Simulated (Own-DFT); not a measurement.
# Which defects push the lattice out? C40 NbSi2

Everything here is calculated. The program is Own-DFT (plane waves, in-house, since retired, never reviewed by a person); positions were held fixed, and spin and spin-orbit coupling were off.

All runs used: PBE; PseudoDojo norm-conserving scalar-relativistic files; cutoff 42 hartree; 4 x 4 x 5 k mesh centred on Gamma; cold (Marzari-Vanderbilt) smearing of 0.2 eV.

Caveats: forces on such cells failed a check on a denser k mesh; stress not checked against mesh or cutoff.

All runs share one cell, with vectors in Å (0.000, 8.324, 0.000); (-9.613, 0.000, 0.000); (0.000, 0.000, 6.586) and a volume of 527.0 Å³. Atoms were moved at random from their sites; u is the rms move along one axis. The defect's site can differ from row to row.

| cell | formula | u (Å) | P (GPa) |
|---|---|---|---|
| no defect | Nb12Si24 | 0.0189 | 1.48 |
| no defect | Nb12Si24 | 0.0494 | 2.56 |
| no defect | Nb12Si24 | 0.0517 | 2.89 |
| two Si on a Nb site each | Nb10Si26 | 0.0302 | 1.67 |
| two Si on a Nb site each | Nb10Si26 | 0.0492 | 2.13 |
| two Si on a Nb site each | Nb10Si26 | 0.0537 | 2.60 |
| two Nb vacancies | Nb10Si24 | 0.0297 | 0.08 |
| two Nb vacancies | Nb10Si24 | 0.0486 | 0.34 |
| two Nb vacancies | Nb10Si24 | 0.0540 | 0.57 |
| one Si vacancy | Nb12Si23 | 0.0274 | ? |
| one Si vacancy | Nb12Si23 | 0.0293 | 1.10 |
| one Si vacancy | Nb12Si23 | 0.0477 | 1.75 |
| one Si vacancy | Nb12Si23 | 0.0574 | 2.25 |
| two Nb on a Si site each | Nb14Si22 | 0.0276 | 7.62 |
| two Nb on a Si site each | Nb14Si22 | 0.0470 | 8.45 |
| two Nb on a Si site each | Nb14Si22 | 0.0539 | 9.31 |

## Working it out

P = P0 + c u² + a shift for each defect gives P0 = 1.39 GPa, c = 502 ± 64 GPa/Å² and a scatter of 0.23 GPa. The shifts, and each times the cell's volume:

- two Nb on a Si site each: 6.08 ± 0.19 GPa, 20.0 eV (10.0 eV for each of its 2 sites)
- two Si on a Nb site each: -0.30 ± 0.19 GPa, -1.0 eV (-0.5 eV for each of its 2 sites) (not resolved)
- one Si vacancy: -0.77 ± 0.19 GPa, -2.5 eV
- two Nb vacancies: -2.10 ± 0.19 GPa, -6.9 eV (-3.4 eV for each of its 2 sites)

Positive is outwards. The product with the volume (160.2 GPa Å³ to the eV) is nearly free of the cell's size; divided by the bulk modulus at the cell's pressure it gives the volume that the defect adds. The atoms around the defects weren't relaxed, which would change these numbers.

## Test on the hidden row

The question: what pressure belongs in the blank (one Si vacancy, u = 0.0274 Å)?

From the fit: 1.00 ± 0.28 GPa. Computed: 1.00 GPa.
